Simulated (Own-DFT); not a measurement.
# What a defect does to the pressure of its cell: wurtzite GaN

Everything here is calculated. The program is Own-DFT (plane waves, in-house, since retired, never reviewed by a person); positions were held fixed, and spin and spin-orbit coupling were off.

Settings: PBE; PseudoDojo norm-conserving scalar-relativistic files; cutoff 42 hartree; 4 x 4 x 3 k mesh centred on Gamma; Fermi-Dirac smearing of 0.1 eV.

Caveats (not all hold for every row): not probed for a lower state with spin; forces not confirmed at this smearing and k mesh; stress not checked against mesh or cutoff.

All runs share one cell, with vectors in Å (9.567, 0.000, 0.000); (-4.784, 8.285, 0.000); (0.000, 0.000, 10.370) and a volume of 822.0 Å³. u is the rms random offset of the atoms per axis. The defect's site can differ from row to row.

```
cell,formula,u (Å),P (GPa)
no defect,Ga36N36,0.0202,5.94
no defect,Ga36N36,0.0224,6.04
no defect,Ga36N36,0.0474,7.31
one N on a Ga site,Ga35N37,0.0286,?
one N on a Ga site,Ga35N37,0.0300,5.36
one N on a Ga site,Ga35N37,0.0459,6.48
one N on a Ga site,Ga35N37,0.0490,6.58
one Ga on an N site,Ga37N35,0.0283,12.07
one Ga on an N site,Ga37N35,0.0293,12.20
one Ga on an N site,Ga37N35,0.0494,13.09
```

## Analysis

P = P0 + c u² + a shift for each defect gives P0 = 5.68 GPa, c = 717 ± 50 GPa/Å² and a scatter of 0.11 GPa. The shifts, and each times the cell's volume:

- one Ga on an N site: 5.80 ± 0.09 GPa, 29.7 eV
- one N on a Ga site: -0.83 ± 0.10 GPa, -4.2 eV

A positive shift means that the defect pushes the cell outwards. Shift times volume (160.2 GPa Å³ is 1 eV) depends little on the cell's size, so, taken for each site, it can be compared between cells at like pressure. The atoms around the defects weren't relaxed, which would change these numbers.

## Test on the hidden row

Q: what pressure belongs in the blank (one N on a Ga site, u = 0.0286 Å)?

The fit gives 5.43 ± 0.14 GPa. The run itself gave 5.33 GPa.
